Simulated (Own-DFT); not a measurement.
# Strain and stress in wurtzite AlN, 128 atoms (Al64N64)

Calculated results; nothing here was measured. The program, named Own-DFT, is a retired in-house plane-wave density functional code that no person has reviewed. Each row is one single-point run on a periodic cell that was not relaxed, without spin or spin-orbit coupling.

Settings of every run: PBE; PseudoDojo norm-conserving scalar-relativistic files; cutoff 42 hartree; 3 x 3 x 3 k mesh centred on Gamma; Gaussian smearing of 0.01 eV.

Known limits: k mesh not checked against a denser one; stress not checked against mesh or cutoff.

Unstrained cell vectors in Å: (12.448, 0.000, 0.000); (-6.224, 10.780, 0.000); (0.000, 0.000, 9.964). The unstrained cell has measured lattice constants (interpolated for alloys), not those of this functional. That, the random moves and any unrelaxed bonds set the pressure at no strain. Each run strains this cell uniformly, with the atoms carried along. Every atom was also moved at random, by a Gaussian of width 0.05 Å on each axis. Strain is the symmetric tensor, in per cent. Stress is positive in tension, and the pressure is minus a third of its trace.

```
run  e_xx (%)  e_yy (%)  e_zz (%)  s_xx (GPa)  s_yy (GPa)  s_zz (GPa)  P (GPa)  E (meV/atom)
  1      0.00      0.00     -0.25       -6.17       -4.89       -7.50     6.19          12.7
  2      0.00      0.00     -1.25       -6.73       -7.46      -10.65     8.28          22.0
  3      0.00      0.00     -0.75       -6.53       -6.76       -8.83     7.37          20.5
  4      0.00      0.00      2.00       -4.29       -4.84        3.45     1.89          16.3
  5      0.00      0.00     -2.00       -5.63       -8.51      -16.22    10.12          28.2
  6      0.00      0.00      0.50       -3.77       -6.23       -4.18     4.73          14.8
  7      0.00      0.00      2.75       -5.29       -5.07        7.87     0.83          18.7
  8      0.00      0.00      1.75       -3.78       -4.17        1.96     2.00           0.0
  9      0.00      0.00      0.25           ?           ?           ?        ?             ?
```

E is the free energy for each atom above the lowest run shown.

## Worked fit

The change of volume is close to e_xx + e_yy + e_zz. A straight line through the runs shown gives P = 5.86 - 199 x (fractional change of volume) GPa, with an error of 6 on the slope and a scatter of 0.28 GPa. The strain isn't the same on all axes and the cell isn't cubic, so the slope belongs to this path and is not the bulk modulus.

## Withheld run

Question: what pressure should run 9 give? Its volume changes by 0.25 %.

The line gives 5.4 GPa. The calculation gave 5.36 GPa.
